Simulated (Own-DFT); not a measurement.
# What a change of functional does to the pressure

Calculated results; nothing here was measured. The program, named Own-DFT, is a retired in-house plane-wave density functional code that no person has reviewed. Each row is one single-point run on a periodic cell that was not relaxed, without spin or spin-orbit coupling.

Known limits, some of them of some rows only: forces on such cells failed a check on a denser k mesh; forces on such cells moved up to 12 meV/angstrom on a denser k mesh; forces on such cells passed a denser k mesh, each cell not checked; stress not checked against mesh or cutoff.

Each cell was run twice at the same cutoff, k mesh and smearing, with PBE and with PBEsol, on PseudoDojo norm-conserving files made for PBE. Atoms were moved at random from their sites; u is the rms move along one axis. Files made for PBEsol would give a somewhat different change.

| cell | atoms | volume (Å³/atom) | u (Å) | cutoff (hartree) | P with PBE (GPa) | P with PBEsol (GPa) | change (GPa) |
|---|---|---|---|---|---|---|---|
| C11b WSi2 (Si20W10) | 30 | 13.44 | 0.111 | 50 | 13.95 | 9.84 | -4.11 |
| C11b WSi2 (Si20W10) | 30 | 13.21 | 0.051 | 50 | 11.21 | 7.04 | -4.17 |
| C11b WSi2 (Si20W10) | 30 | 13.46 | 0.038 | 50 | 6.03 | ? | ? |
| C40 NbSi2 with two Nb on a Si site each (Nb14Si22) | 36 | 14.64 | 0.049 | 42 | 8.46 | 4.42 | -4.04 |
| C40 NbSi2 with two Nb on a Si site each (Nb14Si22) | 36 | 14.64 | 0.031 | 42 | 7.54 | 3.49 | -4.06 |
| C40 NbSi2 with two Nb on a Si site each (Nb14Si22) | 36 | 14.64 | 0.055 | 42 | 8.82 | 4.76 | -4.06 |
| L1_0 TiAl (Al16Ti16) | 32 | 16.18 | 0.052 | 42 | 1.18 | -1.64 | -2.82 |
| L1_0 TiAl (Al16Ti16) | 32 | 16.27 | 0.050 | 42 | 0.37 | -2.42 | -2.79 |
| L1_0 TiAl (Al16Ti16) | 32 | 15.82 | 0.051 | 42 | 3.71 | 0.79 | -2.92 |
| beta-Si3N4 (N24Si18) | 42 | 10.41 | 0.108 | 42 | 18.28 | 15.87 | -2.41 |
| beta-Si3N4 (N64Si48) | 112 | 10.13 | 0.050 | 42 | 15.87 | 13.41 | -2.46 |
| beta-Si3N4 (N24Si18) | 42 | 10.41 | 0.049 | 42 | 8.51 | 6.11 | -2.40 |

## Worked reading

Mean change of pressure by composition, in GPa: Si2W, -4.14; Nb7Si11, -4.05; AlTi, -2.84; N4Si3, -2.42. At a fixed cell PBEsol gives the lower pressure, because it favours a smaller volume than PBE. Here the change varies more between materials than between cells of one material.

## Withheld value

Question: what PBEsol pressure should the Si20W10 cell with the blank give?

Adding the mean change of the cells with its composition, -4.14 GPa, to 6.03 gives 1.9 GPa. The calculation gave 1.96 GPa.
